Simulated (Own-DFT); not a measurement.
# One host, several defects: C40 NbSi2

The numbers are computed, not measured, by runs of the plane-wave DFT program Own-DFT (in-house, retired, unreviewed) at fixed positions, with no spin and no spin-orbit coupling.

Method: PBE; PseudoDojo norm-conserving scalar-relativistic files; cutoff 42 hartree; 4 x 4 x 5 k mesh centred on Gamma; cold (Marzari-Vanderbilt) smearing of 0.2 eV.

Known weak points: forces on such cells failed a check on a denser k mesh; stress not checked against mesh or cutoff.

All runs share one cell, with vectors in Å (0.000, 8.324, 0.000); (-9.613, 0.000, 0.000); (0.000, 0.000, 6.586) and a volume of 527.0 Å³. Atoms were moved at random from their sites; u is the rms move along one axis. The defect's site can differ from row to row.

```
                    cell   formula   u (Å)  P (GPa)
               no defect  Nb12Si24  0.0206     1.52
               no defect  Nb12Si24  0.0504     2.75
               no defect  Nb12Si24  0.0515     2.69
          one Si vacancy  Nb12Si23  0.0292     1.09
          one Si vacancy  Nb12Si23  0.0341     1.08
          one Si vacancy  Nb12Si23  0.0469     1.99
two Si on a Nb site each  Nb10Si26  0.0308     1.51
two Si on a Nb site each  Nb10Si26  0.0332     1.81
two Si on a Nb site each  Nb10Si26  0.0524     2.59
two Nb on a Si site each  Nb14Si22  0.0297     7.62
two Nb on a Si site each  Nb14Si22  0.0314     7.75
two Nb on a Si site each  Nb14Si22  0.0487     8.69
two Nb on a Si site each  Nb14Si22  0.0544        ?
```

## Working it out

P = P0 + c u² + a shift for each defect gives P0 = 1.20 GPa, c = 599 ± 45 GPa/Å² and a scatter of 0.12 GPa. The shifts, and each times the cell's volume:

- two Nb on a Si site each: 5.98 ± 0.10 GPa, 19.7 eV (9.8 eV for each of its 2 sites)
- two Si on a Nb site each: -0.19 ± 0.10 GPa, -0.6 eV (-0.3 eV for each of its 2 sites) (not resolved)
- one Si vacancy: -0.65 ± 0.10 GPa, -2.1 eV

Against the defect-free cell, a freed cell would be larger where the shift is positive and smaller where it is negative (160.2 GPa Å³ is 1 eV). The atoms around the defects weren't relaxed, which would change these numbers.

## Withheld run

Asked: what pressure belongs in the blank (two Nb on a Si site each, u = 0.0544 Å)?

The fit gives 8.95 ± 0.16 GPa. Computed: 8.73 GPa.
